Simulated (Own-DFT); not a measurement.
# Point defects and the pressure they add: C11b WSi2

No measurement is shown. These are fixed-geometry runs of a retired plane-wave code named Own-DFT, which no person has reviewed; spin and spin-orbit coupling are neglected.

Method: PBE; PseudoDojo norm-conserving scalar-relativistic files; cutoff 50 hartree; 5 x 5 x 5 k mesh centred on Gamma; cold (Marzari-Vanderbilt) smearing of 0.2 eV.

Caveats: forces on such cells failed a check on a denser k mesh; stress not checked against mesh or cutoff.

All runs share one cell, with vectors in Å (-2.148, -5.953, 3.409); (-6.444, 2.976, 1.136); (-2.553, -2.948, -6.757) and a volume of 403.2 Å³. u is the rms random offset of the atoms per axis. The defect's site can differ from row to row.

| cell | formula | u (Å) | P (GPa) |
|---|---|---|---|
| no defect | Si20W10 | 0.0214 | 4.55 |
| no defect | Si20W10 | 0.0510 | 6.04 |
| no defect | Si20W10 | 0.0511 | 6.00 |
| one W vacancy | Si20W9 | 0.0311 | 4.25 |
| one W vacancy | Si20W9 | 0.0313 | 4.08 |
| one W vacancy | Si20W9 | 0.0471 | 3.96 |
| one Si vacancy | Si19W10 | 0.0289 | 3.51 |
| one Si vacancy | Si19W10 | 0.0442 | 4.47 |
| one Si vacancy | Si19W10 | 0.0490 | 4.36 |
| one Si on a W site | Si21W9 | 0.0284 | 6.14 |
| one Si on a W site | Si21W9 | 0.0322 | 6.19 |
| one Si on a W site | Si21W9 | 0.0481 | 6.93 |
| one W on a Si site | Si19W11 | 0.0304 | ? |
| one W on a Si site | Si19W11 | 0.0323 | 9.85 |
| one W on a Si site | Si19W11 | 0.0517 | 10.95 |
| one W on a Si site | Si19W11 | 0.0531 | 10.93 |

## Fit

P = P0 + c u² + a shift for each defect gives P0 = 4.51 GPa, c = 539 ± 95 GPa/Å² and a scatter of 0.28 GPa. The shifts, and each times the cell's volume:

- one W on a Si site: 4.89 ± 0.23 GPa, 12.3 eV
- one Si on a W site: 1.16 ± 0.23 GPa, 2.9 eV
- one W vacancy: -1.16 ± 0.23 GPa, -2.9 eV
- one Si vacancy: -1.33 ± 0.23 GPa, -3.3 eV

Positive is outwards. The product with the volume (160.2 GPa Å³ to the eV) is nearly free of the cell's size; divided by the bulk modulus at the cell's pressure it gives the volume that the defect adds. The atoms around the defects weren't relaxed, which would change these numbers.

## Prediction

Question: what pressure belongs in the blank (one W on a Si site, u = 0.0304 Å)?

The fit gives 9.90 ± 0.35 GPa. The calculation gave 9.77 GPa.
